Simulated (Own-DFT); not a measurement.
SiC (4H silicon carbide, atoms displaced) (calculated)

A calculation, not a measurement: plane-wave PBE density functional theory by an unreviewed code, no spin, of a simulated periodic cell, stress positive in tension, free energy of the whole cell less one offset for each atom, forces on such cells passed a denser k mesh, this cell's mesh not checked; offsets are fitted by least squares, one for each functional and potential file, so energies compare only between cells with the same atoms and settings and are not formation energies; the far tail of each file's local potential was reset to the Coulomb form; each entry is a single point on an unrelaxed cell, so the pressure reflects the starting lattice, mostly measured values (interpolated for alloys), from which strain is counted, and rises with the displacements; printed positions are rounded, which can move forces by about a meV/angstrom; the program, named Own-DFT, is a retired in-house code; no spin-orbit coupling. Program: Own-DFT development build.

Settings shared by all entries: functional PBE; potential files PseudoDojo norm-conserving, scalar-relativistic, standard set; wave cutoff 42 hartree; occupations Fermi-Dirac; smearing width 0.1 eV; hardware one NVIDIA H100; k mesh 4 x 4 x 3 centred on Gamma.

(1) SiC (4H silicon carbide, atoms displaced)

```
cell vectors (Å)
   9.2481     0.0000     0.0000
  -4.6241     8.0091     0.0000
   0.0000     0.0000    10.0681
atoms (fractions of the cell vectors)
Si  0.00937  0.01328  0.39729
Si  0.08736  0.21011  0.17753
C   0.03345  0.02542  0.08479
C   0.12190  0.23461  0.35669
Si  0.00886  0.35028  0.39294
Si  0.09944  0.55805  0.15888
C   0.99523  0.33271  0.07491
C   0.11138  0.55250  0.33545
Si  0.01914  0.68415  0.41122
Si  0.10178  0.88142  0.16612
C   0.00257  0.66202  0.09716
C   0.12178  0.90155  0.34811
Si  0.34466  0.99949  0.40293
Si  0.40731  0.20226  0.16759
C   0.34884  0.01277  0.08069
C   0.46442  0.25190  0.34334
Si  0.31229  0.32166  0.40428
Si  0.45515  0.55221  0.14930
C   0.33911  0.34179  0.10571
C   0.45140  0.55086  0.36407
Si  0.33992  0.66112  0.40943
Si  0.45158  0.90652  0.15529
C   0.32890  0.65991  0.09882
C   0.44935  0.88566  0.35473
Si  0.67275  0.01415  0.41860
Si  0.79565  0.23467  0.15330
C   0.65784  0.00102  0.09481
C   0.78184  0.20026  0.33450
Si  0.66502  0.32275  0.40447
Si  0.79148  0.56812  0.16754
C   0.67834  0.34197  0.09745
C   0.78997  0.56915  0.35844
Si  0.66524  0.67331  0.40370
Si  0.75198  0.87223  0.16941
C   0.68208  0.67373  0.09204
C   0.76599  0.87595  0.33329
Si  0.99587  0.99232  0.90053
Si  0.89356  0.78265  0.65783
C   0.00265  0.01393  0.59510
C   0.88134  0.75219  0.86259
Si  0.00731  0.67247  0.91688
Si  0.87423  0.42323  0.65813
C   0.98477  0.66332  0.58054
C   0.89191  0.45170  0.83467
Si  0.99993  0.33437  0.91882
Si  0.88269  0.10055  0.66255
C   0.02167  0.34425  0.58889
C   0.90935  0.12653  0.84014
Si  0.67399  0.00748  0.90226
Si  0.57859  0.77878  0.64813
C   0.65486  0.99794  0.59197
C   0.55409  0.80156  0.84303
Si  0.64376  0.65449  0.89008
Si  0.55866  0.41960  0.65711
C   0.65765  0.65318  0.59964
C   0.53401  0.44050  0.84195
Si  0.66616  0.35940  0.91093
Si  0.55840  0.10609  0.65643
C   0.65840  0.32813  0.57949
C   0.56973  0.12289  0.85273
Si  0.34540  0.00564  0.91041
Si  0.24333  0.78725  0.66238
C   0.34000  0.00077  0.58957
C   0.22456  0.77604  0.85100
Si  0.34212  0.68416  0.91982
Si  0.20673  0.43292  0.65729
C   0.33401  0.68741  0.60445
C   0.22496  0.44785  0.84026
Si  0.34652  0.35697  0.90033
Si  0.23107  0.10975  0.66710
C   0.34001  0.36335  0.61019
C   0.20979  0.09885  0.84590
```

Results for SiC (4H silicon carbide, atoms displaced): free energy of cell above offsets 11.985 eV; pressure 10.01 GPa; stress xx -10.96 GPa; stress yy -6.13 GPa; stress zz -12.93 GPa; stress yz -0.46 GPa; stress xz 0.8 GPa; stress xy 0.17 GPa; wall time 359.3 s.

Force:
```tsv
element	x (eV/Å)	y (eV/Å)	z (eV/Å)
Si	-1.426	-2.7	2.8
Si	2.275	2.831	-4.778
C	-1.806	-3.475	2.158
C	-6.406	-3.639	-3.502
Si	-0.701	-3.168	4.152
Si	4.377	-1.127	-1.611
C	1.101	0.616	11.6
C	0.013	3.032	1.143
Si	-1.398	-2.017	-1.35
Si	0.941	1.972	-2.88
C	-1.567	2.255	0.397
C	0.285	0.216	-0.592
Si	-0.661	1.484	1.158
Si	3.422	3.69	-1.69
C	-1.731	-2.207	4.997
C	-2.824	-4.901	0.119
Si	8.65	5.916	4.687
Si	-1.062	1.971	2.638
C	-1.658	-1.915	-2.026
C	-2.21	-0.623	-3.054
Si	-0.939	0.832	1.269
Si	-0.276	-2.661	1.2
C	0.265	1.459	0.922
C	-0.181	0.858	-2.202
Si	0.534	-4.418	-2.822
Si	-3.632	-2.53	-1.373
C	3.231	1.011	-0.787
C	-0.523	5.325	0.783
Si	1.84	3.246	-2.134
Si	-1.459	-2.401	-0.235
C	-1.135	0.568	0.489
C	0.467	-0.979	-1.966
Si	2.368	-2.342	2.48
Si	0.197	2.762	-6.472
C	-1.613	-1.687	-0.871
C	0.937	3.532	6.366
Si	-0.044	-0.051	1.442
Si	0.213	-1.222	-0.138
C	1.549	-2.169	-1
C	-3.223	3.358	-3.176
Si	1.389	-1.734	-2.114
Si	1.719	3.384	-2.361
C	2.237	0.105	4.53
C	-0.442	-0.545	2.953
Si	1.038	1.356	-10.7
Si	-0.055	2.964	-1.69
C	-7.467	-4	-2.527
C	-1.893	-2.503	1.303
Si	0.858	1.787	2.079
Si	-5.876	-0.21	2.108
C	4.094	0.248	1.431
C	2.549	-3.268	-1.119
Si	1.629	3.961	2.517
Si	-5.227	3.942	-0.291
C	3.096	0.689	-0.599
C	6.953	1.685	-2.316
Si	2.825	-2.386	1.01
Si	-2.223	1.052	1.481
C	3.286	-2.51	2.623
C	-1.52	0.968	-2.093
Si	-1.519	-0.235	-3.334
Si	-6.001	0.648	1.276
C	-0.858	0.95	0.987
C	-0.61	1.821	0.046
Si	-0.1	-2.371	-2.289
Si	2.884	6.038	3.247
C	6.063	-4.879	-3.616
C	-1.404	1.127	2.155
Si	-6.697	-6.415	3.756
Si	-1.559	1.277	-1.801
C	3.731	-5.257	-3.19
C	2.911	1.607	0.403
```

(2) SiC (4H silicon carbide, atoms displaced)

```
cell vectors (Å)
   9.2481     0.0000     0.0000
  -4.6241     8.0091     0.0000
   0.0000     0.0000    10.0681
atoms (fractions of the cell vectors)
Si  0.00342  0.00061  0.39016
Si  0.11281  0.23568  0.14275
C   0.98155  0.99538  0.10327
C   0.09353  0.21823  0.35057
Si  0.00142  0.31865  0.41054
Si  0.11609  0.54138  0.14720
C   0.98032  0.30658  0.09026
C   0.09898  0.54647  0.32587
Si  0.00780  0.67568  0.41023
Si  0.10325  0.86673  0.14938
C   0.98910  0.67383  0.06887
C   0.08520  0.86708  0.33807
Si  0.32948  0.00393  0.41928
Si  0.44934  0.23538  0.15560
C   0.34493  0.00740  0.09529
C   0.42678  0.21632  0.35344
Si  0.31560  0.32176  0.40929
Si  0.45553  0.57702  0.16029
C   0.33281  0.31183  0.09368
C   0.45327  0.55818  0.33354
Si  0.32500  0.67403  0.41242
Si  0.43563  0.89750  0.16455
C   0.31466  0.67350  0.09658
C   0.43825  0.89463  0.34183
Si  0.65494  0.99241  0.42002
Si  0.78289  0.23732  0.17794
C   0.64543  0.98901  0.09693
C   0.75174  0.22799  0.34919
Si  0.64727  0.32181  0.41266
Si  0.76589  0.54017  0.16155
C   0.69217  0.33385  0.07980
C   0.74640  0.56335  0.33434
Si  0.65185  0.66979  0.42167
Si  0.77733  0.88427  0.16003
C   0.66813  0.67136  0.08946
C   0.76438  0.88442  0.33615
Si  0.97533  0.99579  0.91833
Si  0.88824  0.79275  0.66045
C   0.99451  0.01592  0.57479
C   0.89347  0.78316  0.82778
Si  0.01605  0.68301  0.90606
Si  0.89457  0.43321  0.65721
C   0.99253  0.67542  0.62561
C   0.88357  0.42786  0.86008
Si  0.01170  0.35246  0.88970
Si  0.89894  0.13932  0.64837
C   0.99808  0.32267  0.58870
C   0.89667  0.10610  0.83839
Si  0.66477  0.99183  0.90978
Si  0.57418  0.79697  0.65833
C   0.66835  0.00847  0.59948
C   0.56738  0.77084  0.84349
Si  0.65982  0.65384  0.90478
Si  0.53654  0.42768  0.64176
C   0.64825  0.64935  0.59116
C   0.54554  0.43745  0.85967
Si  0.68390  0.36088  0.90185
Si  0.55894  0.10524  0.66140
C   0.66843  0.33834  0.61050
C   0.56466  0.11901  0.84544
Si  0.32896  0.00653  0.90268
Si  0.22439  0.79842  0.65268
C   0.34120  0.01044  0.59398
C   0.22197  0.79036  0.86110
Si  0.34396  0.67858  0.90158
Si  0.24158  0.43665  0.65955
C   0.34046  0.68242  0.58992
C   0.21331  0.45603  0.85419
Si  0.32925  0.32687  0.90625
Si  0.25232  0.13498  0.63649
C   0.33349  0.34355  0.58935
C   0.20641  0.08472  0.84069
```

The calculation gives: free energy of cell above offsets 13.656 eV; pressure 11.15 GPa; stress xx -12.7 GPa; stress yy -8.63 GPa; stress zz -12.11 GPa; stress yz 1.71 GPa; stress xz 1.11 GPa; stress xy 2.6 GPa; wall time 362.5 s.

Force:
```tsv
element	x (eV/Å)	y (eV/Å)	z (eV/Å)
Si	-2.835	-1.995	1.25
Si	1.816	-3.449	2.487
C	3.712	1.603	-1.168
C	4.83	-0.748	-3.664
Si	-5.862	3.951	-1.285
Si	-4.389	-1.146	-0.327
C	0.409	4.187	-0.912
C	0.393	0.202	4.395
Si	-1.794	-4.85	0.754
Si	-0.565	3.807	0.421
C	0.401	-3.043	6.725
C	2.244	4.279	-0.423
Si	0.004	-1.826	-4.474
Si	3.996	-3.399	1.205
C	-3.476	0.681	-0.402
C	0.307	0.206	-0.637
Si	-0.183	2.806	-3.395
Si	-0.948	-1.358	-2.442
C	-4.893	4.287	-1.46
C	-3.45	-1.183	4.143
Si	0.937	-1.131	-3.601
Si	1.629	-1.225	-1.754
C	5.215	0.951	-1.688
C	-0.354	-0.404	3.31
Si	0.213	0.966	-3.965
Si	0.059	-3.633	-4.343
C	2.766	1.062	0.428
C	4.733	-2.123	2.049
Si	-1.768	4.157	0.933
Si	0.041	2.557	-2.757
C	-4.048	0.854	3.111
C	3.793	-2.115	3.358
Si	1.193	0.512	-5.109
Si	-3.967	-0.311	-0.962
C	0.351	-1.376	-0.19
C	0.113	1.017	3.9
Si	4.273	-1.44	-1.314
Si	-0.947	0.196	-3.96
C	2.017	-0.976	1.263
C	-1.292	-1.096	6.222
Si	-3.24	-2.416	-4.234
Si	-2.192	2.935	1.593
C	2.624	-1.423	-4.417
C	0.644	5.324	-4.918
Si	-2.001	-7.021	4.485
Si	1.412	-10.27	3.957
C	0.831	8.701	-0.958
C	-3.456	2.977	-1.171
Si	-0.465	2.067	0.652
Si	-0.911	-3.41	0.148
C	1.64	0.137	-0.666
C	-2.736	1.249	-0.683
Si	1.805	1.992	0.513
Si	3.872	3.883	3.943
C	0.559	2.571	3.16
C	-0.146	0.307	-3.483
Si	-1.713	-5.49	0.989
Si	-1.396	2.372	1.597
C	0.307	-1.885	-2.655
C	-0.859	-0.917	-0.174
Si	3.475	0.744	2.355
Si	0.262	-2.904	2.746
C	0.943	0.143	0.327
C	4.297	-0.281	-4.065
Si	-1.284	0.631	1.708
Si	-7.531	4.892	2.17
C	-0.094	-0.931	2.471
C	6.548	0.963	-3.065
Si	-0.822	-1.792	1.016
Si	-4.9	-4.939	4.279
C	2.32	-2.295	-2.104
C	-2.469	4.631	-1.239
```

(3) SiC (4H silicon carbide, atoms displaced)

```
cell vectors (Å)
   9.2481     0.0000     0.0000
  -4.6241     8.0091     0.0000
   0.0000     0.0000    10.0681
atoms (fractions of the cell vectors)
Si  0.00691  0.00346  0.40019
Si  0.11020  0.23478  0.14550
C   0.01312  0.99387  0.08465
C   0.11306  0.23468  0.33442
Si  0.00139  0.33474  0.41265
Si  0.11286  0.56636  0.14689
C   0.99336  0.32464  0.08114
C   0.09337  0.54076  0.35724
Si  0.99947  0.67764  0.40801
Si  0.10599  0.87755  0.15251
C   0.99916  0.66469  0.09478
C   0.11563  0.90498  0.34826
Si  0.32896  0.98565  0.41145
Si  0.44447  0.22110  0.17190
C   0.32042  0.00049  0.08998
C   0.43798  0.21921  0.34663
Si  0.31832  0.33032  0.39939
Si  0.44028  0.55222  0.16327
C   0.32133  0.31829  0.08591
C   0.45095  0.56768  0.35488
Si  0.34570  0.67710  0.41714
Si  0.45458  0.88091  0.15559
C   0.32066  0.65678  0.08670
C   0.44070  0.89166  0.33516
Si  0.66988  0.00214  0.39484
Si  0.76246  0.19946  0.15198
C   0.67066  0.99047  0.08390
C   0.79853  0.23121  0.32234
Si  0.67742  0.34531  0.40398
Si  0.77328  0.55207  0.17615
C   0.68056  0.32412  0.08780
C   0.80096  0.56089  0.36122
Si  0.66592  0.67220  0.40691
Si  0.78893  0.91314  0.15883
C   0.64063  0.64979  0.10880
C   0.79887  0.87478  0.35723
Si  0.98847  0.98799  0.90958
Si  0.91871  0.79458  0.64792
C   0.01070  0.01185  0.58978
C   0.87328  0.78870  0.86524
Si  0.97298  0.65040  0.90970
Si  0.88432  0.44089  0.64340
C   0.00503  0.67390  0.59764
C   0.88232  0.43629  0.85163
Si  0.99926  0.32710  0.92564
Si  0.87742  0.09431  0.66040
C   0.00600  0.32318  0.59417
C   0.86040  0.08699  0.85072
Si  0.68201  0.00523  0.91899
Si  0.56310  0.78519  0.66585
C   0.66117  0.98485  0.58757
C   0.55549  0.78242  0.84312
Si  0.66841  0.66248  0.90271
Si  0.55409  0.46250  0.66051
C   0.66796  0.66052  0.60186
C   0.54496  0.45035  0.84906
Si  0.65698  0.30510  0.89807
Si  0.52296  0.09342  0.65749
C   0.65237  0.31951  0.59424
C   0.53100  0.10433  0.85480
Si  0.33534  0.99131  0.89978
Si  0.22879  0.78516  0.66542
C   0.34534  0.98127  0.57810
C   0.23662  0.79676  0.83984
Si  0.30769  0.66785  0.89642
Si  0.21139  0.44928  0.66095
C   0.32629  0.66941  0.59585
C   0.21194  0.44335  0.83731
Si  0.32979  0.31986  0.92037
Si  0.21777  0.11105  0.64261
C   0.34034  0.33099  0.59073
C   0.22190  0.10141  0.85376
```

Results for SiC (4H silicon carbide, atoms displaced): free energy of cell above offsets 11.173 eV; pressure 11.47 GPa; stress xx -10.03 GPa; stress yy -10.86 GPa; stress zz -13.52 GPa; stress yz -0.15 GPa; stress xz -0.57 GPa; stress xy -4.47 GPa; wall time 366.5 s.

Force:
```tsv
element	x (eV/Å)	y (eV/Å)	z (eV/Å)
Si	-0.279	3.021	1.191
Si	1.537	-2.727	1.393
C	-3.853	1.565	3.061
C	-0.85	-1.917	-0.015
Si	0.446	-1.517	-1.088
Si	-0.073	-3.199	3.028
C	-0.862	0.832	9.113
C	1.471	5.059	-2.274
Si	4.839	1.442	1.45
Si	0.778	2.145	0.994
C	-1.944	-0.653	0.017
C	2.142	-3.058	-1.431
Si	-0.56	2.663	-4.489
Si	0.118	-1.296	-4.601
C	3.352	-0.593	0.776
C	0.813	0.801	1.648
Si	2.998	1.511	2.086
Si	-3.097	-1.677	-0.39
C	1.039	2.331	6.075
C	-0.712	-1.892	-1.709
Si	-2.294	-1.362	-1.373
Si	-3.747	-0.304	-1.966
C	1.698	1.417	0.411
C	2.313	-0.73	0.975
Si	0.649	0.051	1.823
Si	1.3	3.264	-1.425
C	-2.01	0.326	5.076
C	-2.062	-1.974	4.583
Si	-0.579	-3.325	1.053
Si	0.288	-0.412	-2.972
C	-3.566	0.598	1.376
C	-6.085	-1.413	-2.555
Si	1.83	-2.799	2.585
Si	4.094	-4.9	0.824
C	5.068	3.192	-1.89
C	-4.726	3.477	-3.585
Si	1.264	4.579	-0.226
Si	-4.793	-1.401	2.327
C	-1.342	-1.623	-0.567
C	5.033	-4.141	-4.435
Si	0.422	2.123	-0.111
Si	0.144	-0.886	2.415
C	1.74	-1.006	-0.316
C	0.303	-0.711	-2.088
Si	-0.572	0.389	-11.7
Si	-0.474	1.656	-0.077
C	-3.167	-0.646	0.206
C	7.715	5.683	-3.413
Si	-7.667	-5.176	-3.823
Si	-0.382	-2.42	-1.364
C	-0.699	2.668	-0.337
C	-0.788	-0.391	2.34
Si	-4.911	-0.806	2.738
Si	1.079	-5.079	0.847
C	0.461	4.843	-2.121
C	1.982	-2.28	-0.751
Si	-1.615	6.241	1.942
Si	6.672	4.091	1.774
C	0.624	1.28	-0.085
C	6.15	-0.616	-4.052
Si	-5.457	1.784	5.37
Si	-0.321	-1.999	-2.628
C	-5.794	-0.719	2.49
C	-3.57	-4.439	-0.343
Si	5.636	-1.667	1.376
Si	2.813	-0.727	-1.406
C	1.574	-0.073	1.453
C	0.014	-0.682	3.005
Si	-0.426	1.594	-6.138
Si	2.854	1.77	3.217
C	-2.237	0.801	-0.408
C	-1.738	0.043	-2.891
```
